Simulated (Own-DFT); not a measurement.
# How strain changes the stress of 2H SiC, 32 atoms (C16Si16)

Calculated results; nothing here was measured. They come from Own-DFT, an in-house plane-wave density functional program, since retired, whose code no person has reviewed. Each row is one single-point run on a periodic cell that was not relaxed, without spin or spin-orbit coupling.

Settings of every run: PBE; PseudoDojo norm-conserving scalar-relativistic files; cutoff 42 hartree; 5 x 5 x 3 k mesh centred on Gamma; Fermi-Dirac smearing of 0.1 eV.

Known limits: forces on such cells passed a denser k mesh, each cell not checked; stress not checked against mesh or cutoff.

Unstrained cell vectors in Å: (6.165, 0.000, 0.000); (-3.083, 5.339, 0.000); (0.000, 0.000, 10.068). The unstrained cell has measured lattice constants (interpolated for alloys), not those of this functional. That, the random moves and any unrelaxed bonds set the pressure at no strain. Each run strains this cell uniformly, with the atoms carried along. Every atom was also moved at random, by a Gaussian of width 0.05 Å on each axis. Strain is the symmetric tensor, in per cent. Stress is positive in tension, and the pressure is minus a third of its trace.

```
run  e_xx (%)  e_yy (%)  e_zz (%)  e_yz (%)  e_xz (%)  e_xy (%)  s_xx (GPa)  s_yy (GPa)  s_zz (GPa)  s_yz (GPa)  s_xz (GPa)  s_xy (GPa)  P (GPa)  E (meV/atom)
  1     -1.35      1.04      0.34      1.62     -0.53     -0.15      -11.63       -0.08       -5.09        5.99       -2.17       -1.39     5.60          21.2
  2      1.83     -1.16     -0.56      0.97      0.94     -1.98        5.23       -8.91      -12.51        3.03        4.02       -9.57     5.40          18.7
  3     -0.27      1.90      0.72      1.06      1.10     -0.74       -4.91        6.17       -1.38        3.70        4.70       -3.76     0.04           9.4
  4     -0.45      0.43     -0.65      1.86      0.99     -0.65       -7.93       -2.69      -13.04        5.59        6.04       -5.06     7.89          62.3
  5      0.29     -1.92     -0.33     -0.63      0.45      1.52       -8.02      -15.03      -11.76       -2.63        2.14        9.07    11.60          83.5
  6     -1.47     -1.51     -0.96      1.26      1.63     -0.50      -13.80      -16.50      -14.11        4.82        4.39       -2.68    14.80          39.7
  7     -1.36      0.23      0.58      1.72     -0.47     -1.44      -15.14       -5.02       -1.83        5.93       -0.27       -9.46     7.33          33.9
  8     -0.58      1.25     -1.15     -0.69      1.82      0.92       -5.23       -0.13      -16.45       -3.57        6.02        3.62     7.27          61.3
  9      0.96      1.78      0.38     -0.17     -1.66      1.60        1.68        5.50       -6.14       -1.03       -4.88        8.40    -0.35          37.2
 10      1.60      0.53      1.30      1.15      0.80     -1.35        6.43        0.39       -2.18        4.32        2.64       -6.41    -1.55          38.1
 11      0.54      1.91     -0.49     -0.13      0.15     -0.28        1.36        5.39       -9.19       -0.09        1.30       -2.07     0.82           0.0
 12      0.03      1.72      1.86     -0.34     -0.42      0.88       -2.10        3.96        4.04       -1.36       -0.59        4.72    -1.97          24.7
 13     -0.60      1.61      1.16     -1.57     -1.79     -0.59       -6.39        3.93       -0.57       -5.61       -5.92       -2.09     1.01          25.4
 14      0.62     -1.10     -0.66      0.23      0.29      1.09       -0.30       -9.73      -13.89       -0.05        1.25        4.77     7.98          15.1
 15      1.21     -1.84     -0.32     -1.50      0.20     -1.95       -0.38      -17.53      -11.34       -4.66       -0.34      -11.23     9.75          78.1
 16      0.83     -1.00      1.69     -1.66     -0.99     -0.09       -1.00       -7.50        2.09       -4.77       -4.15        0.01     2.14          16.0
 17     -0.43     -1.24     -0.47      0.88      0.32      1.40       -7.00      -14.06      -10.76        3.01        0.05        8.57    10.61          17.8
 18     -0.57     -1.02      1.41      0.78     -0.32      1.98           ?           ?           ?           ?           ?           ?        ?             ?
```

E is the free energy for each atom above the lowest run shown.

## Worked fit

Each stress component was fitted by least squares to a constant and the strains of the runs shown, as fractions, with shears doubled. Shear strains stay in the fit of a normal stress only where such slopes are resolved. The slopes, in GPa:

```
stress,at no strain,per e_xx,per e_yy,per e_zz,scatter
s_xx,-4.7,610 ± 39,125 ± 29,-38 ± 45,1.52
s_yy,-5.3,108 ± 34,557 ± 25,68 ± 39,1.32
s_zz,-8.2,-69 ± 30,33 ± 22,648 ± 34,1.16
```

Each shear stress against twice its own strain: yz 171 ± 7, xz 163 ± 17, xy 276 ± 12 GPa. These are stiffnesses along x, y and z of the frame in which the cell vectors are given, which need not be the crystal's axes. The atoms are held to the strained lattice; where symmetry lets them move under strain, relaxing them would lower some slopes. The table should be nearly symmetric about its diagonal, and what it lacks of that shows the noise. A ninth of its sum, 227 ± 7 GPa, estimates the bulk modulus near the mean pressure of these runs, 5.2 GPa, so it lies above the value at zero pressure.

## Withheld run

Question: what normal stresses and pressure should run 18 give?

The fit gives s_xx = -10.0, s_yy = -10.6, s_zz = 1.0 and P = 6.5 GPa. The calculation gave -6.24, -13.95, 0.93 and P = 6.42 GPa.
